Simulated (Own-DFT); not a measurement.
GaN (wurtzite, strained, atoms displaced) (calculated)

All values are calculated (Own-DFT development build). A calculation, not a measurement: plane-wave PBE density functional theory by an unreviewed code, no spin, of a simulated periodic cell, stress positive in tension, free energy of the whole cell less one offset for each atom, forces on such cells passed a denser k mesh, this cell's mesh not checked; offsets are fitted by least squares, one for each functional and potential file, so energies compare only between cells with the same atoms and settings and are not formation energies; the far tail of each file's local potential was reset to the Coulomb form; each entry is a single point on an unrelaxed cell, so the pressure reflects the starting lattice, mostly measured values (interpolated for alloys), from which strain is counted, and rises with the displacements; printed positions are rounded, which can move forces by about a meV/angstrom; the program, named Own-DFT, is a retired in-house code; no spin-orbit coupling.

```yaml
- formula: GaN
  kind: "wurtzite, strained, atoms displaced"
  structure:
    cell_angstrom:
      - [12.756, 0.0, -0.0957]
      - [-4.7835, 8.2853, 0.0359]
      - [-0.0778, 0.0, 10.37]
    atoms_fractional:
      - [Ga, 0.07761, 0.22201, 0.98946]
      - [Ga, 0.16269, 0.11324, 0.25073]
      - ["N", 0.08392, 0.21866, 0.20168]
      - ["N", 0.16682, 0.11275, 0.4455]
      - [Ga, 0.07656, 0.21434, 0.49509]
      - [Ga, 0.16477, 0.11204, 0.74568]
      - ["N", 0.08442, 0.22075, 0.68951]
      - ["N", 0.17038, 0.11308, 0.94729]
      - [Ga, 0.08279, 0.55654, 0.00322]
      - [Ga, 0.17236, 0.44855, 0.25006]
      - ["N", 0.09399, 0.56478, 0.1922]
      - ["N", 0.16213, 0.43574, 0.43042]
      - [Ga, 0.08186, 0.55942, 0.49782]
      - [Ga, 0.17207, 0.44224, 0.75435]
      - ["N", 0.08329, 0.5504, 0.69257]
      - ["N", 0.16699, 0.44579, 0.93299]
      - [Ga, 0.08212, 0.89128, 0.99484]
      - [Ga, 0.16967, 0.77884, 0.25335]
      - ["N", 0.08642, 0.89416, 0.19414]
      - ["N", 0.16714, 0.7708, 0.4302]
      - [Ga, 0.08581, 0.88469, 0.49533]
      - [Ga, 0.17137, 0.79222, 0.74365]
      - ["N", 0.07785, 0.87907, 0.68038]
      - ["N", 0.16282, 0.76819, 0.93379]
      - [Ga, 0.33603, 0.21553, 0.01147]
      - [Ga, 0.41191, 0.0988, 0.25394]
      - ["N", 0.33033, 0.21929, 0.18437]
      - ["N", 0.41647, 0.11265, 0.43831]
      - [Ga, 0.32896, 0.22332, 0.49986]
      - [Ga, 0.41026, 0.10649, 0.75297]
      - ["N", 0.33741, 0.2298, 0.69263]
      - ["N", 0.42483, 0.11723, 0.93256]
      - [Ga, 0.32934, 0.55195, 0.00048]
      - [Ga, 0.41257, 0.4406, 0.25195]
      - ["N", 0.33515, 0.55082, 0.18114]
      - ["N", 0.41368, 0.44954, 0.43913]
      - [Ga, 0.3349, 0.56343, 0.49953]
      - [Ga, 0.42028, 0.45273, 0.74421]
      - ["N", 0.32714, 0.54862, 0.68907]
      - ["N", 0.41563, 0.4325, 0.93774]
      - [Ga, 0.33268, 0.88663, 0.9967]
      - [Ga, 0.41785, 0.78327, 0.24907]
      - ["N", 0.3305, 0.89324, 0.18204]
      - ["N", 0.41976, 0.78032, 0.44502]
      - [Ga, 0.33107, 0.8766, 0.49627]
      - [Ga, 0.41047, 0.77903, 0.74949]
      - ["N", 0.33419, 0.89408, 0.68063]
      - ["N", 0.41498, 0.7859, 0.93447]
      - [Ga, 0.58693, 0.22703, 0.99326]
      - [Ga, 0.67648, 0.12125, 0.25883]
      - ["N", 0.57755, 0.21687, 0.19244]
      - ["N", 0.66344, 0.11069, 0.44286]
      - [Ga, 0.58388, 0.2088, 0.49455]
      - [Ga, 0.66047, 0.10653, 0.74853]
      - ["N", 0.5832, 0.22027, 0.69151]
      - ["N", 0.66837, 0.11823, 0.94539]
      - [Ga, 0.58067, 0.54851, 0.00066]
      - [Ga, 0.66607, 0.44, 0.24594]
      - ["N", 0.58873, 0.55528, 0.18731]
      - ["N", 0.67445, 0.45254, 0.4411]
      - [Ga, 0.58669, 0.56139, 0.50253]
      - [Ga, 0.66356, 0.4463, 0.75018]
      - ["N", 0.57551, 0.54682, 0.69322]
      - ["N", 0.66274, 0.43924, 0.94122]
      - [Ga, 0.58144, 0.8844, 0.00093]
      - [Ga, 0.66521, 0.78202, 0.25353]
      - ["N", 0.5826, 0.88496, 0.18967]
      - ["N", 0.66163, 0.76814, 0.43769]
      - [Ga, 0.58382, 0.88474, 0.50176]
      - [Ga, 0.66077, 0.77283, 0.74697]
      - ["N", 0.58489, 0.89688, 0.69152]
      - ["N", 0.67225, 0.78645, 0.93392]
      - [Ga, 0.83008, 0.22608, 0.00159]
      - [Ga, 0.91984, 0.11164, 0.25149]
      - ["N", 0.83296, 0.21942, 0.19501]
      - ["N", 0.91882, 0.11179, 0.43356]
      - [Ga, 0.82671, 0.22326, 0.50095]
      - [Ga, 0.90916, 0.11022, 0.75324]
      - ["N", 0.83632, 0.22335, 0.69118]
      - ["N", 0.92343, 0.12138, 0.931]
      - [Ga, 0.83537, 0.55486, 0.99671]
      - [Ga, 0.91185, 0.43788, 0.25438]
      - ["N", 0.83441, 0.56653, 0.18583]
      - ["N", 0.9091, 0.43758, 0.43514]
      - [Ga, 0.83584, 0.55102, 0.50189]
      - [Ga, 0.9293, 0.45455, 0.74977]
      - ["N", 0.82662, 0.55298, 0.68288]
      - ["N", 0.91459, 0.44791, 0.93328]
      - [Ga, 0.83693, 0.88652, 0.00015]
      - [Ga, 0.9189, 0.78513, 0.25198]
      - ["N", 0.83967, 0.89848, 0.18486]
      - ["N", 0.90716, 0.76951, 0.44547]
      - [Ga, 0.83906, 0.88453, 0.50332]
      - [Ga, 0.91042, 0.77143, 0.74859]
      - ["N", 0.83536, 0.89425, 0.69248]
      - ["N", 0.91875, 0.7816, 0.93324]
  settings:
    functional: PBE
    potential_files: "PseudoDojo norm-conserving, scalar-relativistic, standard set with the stringent files for Ga"
    "wave_cutoff [hartree]": 96.0
    occupations: Gaussian
    "smearing_width [eV]": 0.01
    k_mesh: "3 x 4 x 3 centred on Gamma"
  results:
    "free_energy_of_cell_above_offsets [eV]": "-4.650"
    "pressure [GPa]": 7.12
    "stress_xx [GPa]": -7.7
    "stress_yy [GPa]": -6.16
    "stress_zz [GPa]": -7.49
    "stress_yz [GPa]": -0.2
    "stress_xz [GPa]": -1.43
    "stress_xy [GPa]": 0.39
    force_element: [Ga, Ga, "N", "N", Ga, Ga, "N", "N", Ga, Ga, "N", "N", Ga, Ga, "N", "N", Ga, Ga, "N", "N", Ga, Ga, "N", "N", Ga, Ga, "N", "N", Ga, Ga, "N", "N", Ga, Ga, "N", "N", Ga, Ga, "N", "N", Ga, Ga, "N", "N", Ga, Ga, "N", "N", Ga, Ga, "N", "N", Ga, Ga, "N", "N", Ga, Ga, "N", "N", Ga, Ga, "N", "N", Ga, Ga, "N", "N", Ga, Ga, "N", "N", Ga, Ga, "N", "N", Ga, Ga, "N", "N", Ga, Ga, "N", "N", Ga, Ga, "N", "N", Ga, Ga, "N", "N", Ga, Ga, "N", "N"]
    "force_x [eV/angstrom]": [2.405, 1.842, -1.352, -0.15, 0.817, 0.843, -1.087, -0.588, 0.094, -0.179, -1.353, -0.011, 0.768, -1.504, 1.311, -0.421, 0.918, -0.797, -0.076, -0.391, -0.886, 0.198, -0.343, -0.161, -0.106, -0.349, 0.321, -0.305, 1.259, 0.772, -0.632, -1.211, 1.211, 1.392, -0.607, 0.716, -0.625, -1.377, 0.864, -0.946, -0.924, 0.103, 0.935, -0.053, -0.736, 0.816, -0.196, 1.163, -0.259, -1.931, 1.052, 2.019, -3.024, 0.978, -0.786, 0.337, -0.277, -0.005, -1.384, -1.199, 0.265, 0.868, 1.317, 0.733, 0.213, 1.418, -0.565, 0.281, 0.524, 0.686, -0.32, -0.432, 1.106, -0.08, 0.505, -1.872, 1.953, 1.584, -1.588, -2.203, -0.92, 0.37, 0.972, 1.075, -1.006, -2.427, 0.989, 0.918, -0.718, 0.102, -0.808, 2.517, -2.053, 0.436, -0.658, -0.089]
    "force_y [eV/angstrom]": [0.621, -0.452, 1.646, -1.107, 1.249, -0.247, 0.028, -0.127, -0.435, -0.749, -1.461, 1.442, -2.037, -0.727, 1.806, -0.044, -0.241, 0.474, -0.862, 0.663, 0.287, -2.016, 1.009, 1.73, 0.369, 2.091, -0.059, -0.932, 0.495, 1.506, -1.011, -1.391, 0.026, 0.135, 1.257, -0.27, -1.947, -1.856, 1.979, 1.362, 0.922, -0.714, -1.32, -0.088, 2.106, -0.269, -0.651, -1.363, -1.076, -1.402, 0.001, -1.699, 2.886, 1.966, 0.086, -1.517, 0.904, 0.491, 0.356, -1.629, -2.329, -1.225, 2.081, 1.809, 0.835, -1.069, 1.116, 2.271, 0.426, 0.772, -2.265, -1.068, -0.083, 0.193, 0.676, -1.12, -0.527, 0.314, 0.601, -1.416, 0.555, 1.734, -1.194, 0.688, 0.152, -1.463, 0.002, -0.347, 0.864, -0.449, -0.948, 0.504, 1.233, 0.375, -1.151, -0.743]
    "force_z [eV/angstrom]": [1.856, 0.441, -2.439, -1.069, 1.274, 0.72, -0.441, -1.46, -0.15, -0.557, -0.711, 1.816, 0.466, -1.271, -1.655, 1.685, 0.972, -2.003, -0.606, 1.848, -0.145, 0.807, 0.634, -0.036, -2.837, -0.273, 3.019, 0.333, 0.689, -1.152, -0.891, 1.401, -1.178, -0.413, 1.301, 0.134, 0.13, 1.852, -0.609, -0.117, -0.172, -0.283, 0.564, -1.571, 0.222, -0.249, 0.398, 0.348, 1.633, -1.373, -0.492, -0.819, 1.735, 1.229, -0.778, -0.989, 0.013, 0.978, 0.402, -0.533, -0.281, 0.065, -1.34, -0.849, -0.246, -0.931, 0.189, 0.528, 0.346, 0.459, -0.819, 0.555, -0.168, -0.308, -1.135, 1.143, 0.956, -1.205, -0.719, 1.807, 0.431, -1.365, 0.054, 0.774, -0.256, -0.092, 1.512, 1.055, -0.445, 0.16, 0.492, -1.523, 0.342, -0.494, -0.708, 0.384]
```
